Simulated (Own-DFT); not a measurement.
# Point defects and the pressure they add: monoclinic HfO2

Everything here is calculated. The program is Own-DFT (plane waves, in-house, since retired, never reviewed by a person); positions were held fixed, and spin and spin-orbit coupling were off.

All runs used: PBE; PseudoDojo norm-conserving scalar-relativistic files; cutoff 72 hartree; 2 x 2 x 2 k mesh centred on Gamma; Fermi-Dirac smearing of 0.1 eV.

Limits (not all hold for every row): not probed for a lower state with spin; hafnium file: forces about 75 meV/angstrom off all-electron values; oxygen file: force components 24 meV/angstrom off all-electron in a glass; forces on such cells passed a denser k mesh, each cell not checked; stress not checked against mesh or cutoff.

All runs share one cell, with vectors in Å (10.234, 0.000, 0.000); (0.000, 10.350, 0.000); (-1.696, 0.000, 10.445) and a volume of 1106.4 Å³. u is the rms random offset of the atoms per axis. The defect's site can differ from row to row.

| cell | formula | u (Å) | P (GPa) |
|---|---|---|---|
| no defect | Hf32O64 | 0.0199 | 3.90 |
| no defect | Hf32O64 | 0.0213 | 3.81 |
| no defect | Hf32O64 | 0.0496 | 6.09 |
| two Al on a Hf site each and one O vacancy | Al2Hf30O63 | 0.0318 | 2.02 |
| two Al on a Hf site each and one O vacancy | Al2Hf30O63 | 0.0521 | 2.81 |
| two Al on a Hf site each and one O vacancy | Al2Hf30O63 | 0.0527 | 3.47 |
| two O vacancies | Hf32O62 | 0.0291 | ? |
| two O vacancies | Hf32O62 | 0.0307 | 3.79 |
| two O vacancies | Hf32O62 | 0.0487 | 4.31 |
| two O vacancies | Hf32O62 | 0.0502 | 4.63 |
| one Si on a Hf site | Hf31O64Si | 0.0290 | 2.91 |
| one Si on a Hf site | Hf31O64Si | 0.0460 | 4.12 |
| one Si on a Hf site | Hf31O64Si | 0.0487 | 3.81 |

## Worked fit

P = P0 + c u² + a shift for each defect gives P0 = 3.73 GPa, c = 786 ± 124 GPa/Å² and a scatter of 0.34 GPa. The shifts, and each times the cell's volume:

- two O vacancies: -1.01 ± 0.30 GPa, -7.0 eV (-3.5 eV for each of its 2 sites)
- one Si on a Hf site: -1.52 ± 0.29 GPa, -10.5 eV
- two Al on a Hf site each and one O vacancy: -2.66 ± 0.31 GPa, -18.4 eV

Against the defect-free cell, a freed cell would be larger where the shift is positive and smaller where it is negative (160.2 GPa Å³ is 1 eV). The atoms around the defects weren't relaxed, which would change these numbers.

## Prediction

Asked: what pressure belongs in the blank (two O vacancies, u = 0.0291 Å)?

The fit gives 3.39 ± 0.42 GPa. The run itself gave 3.31 GPa.
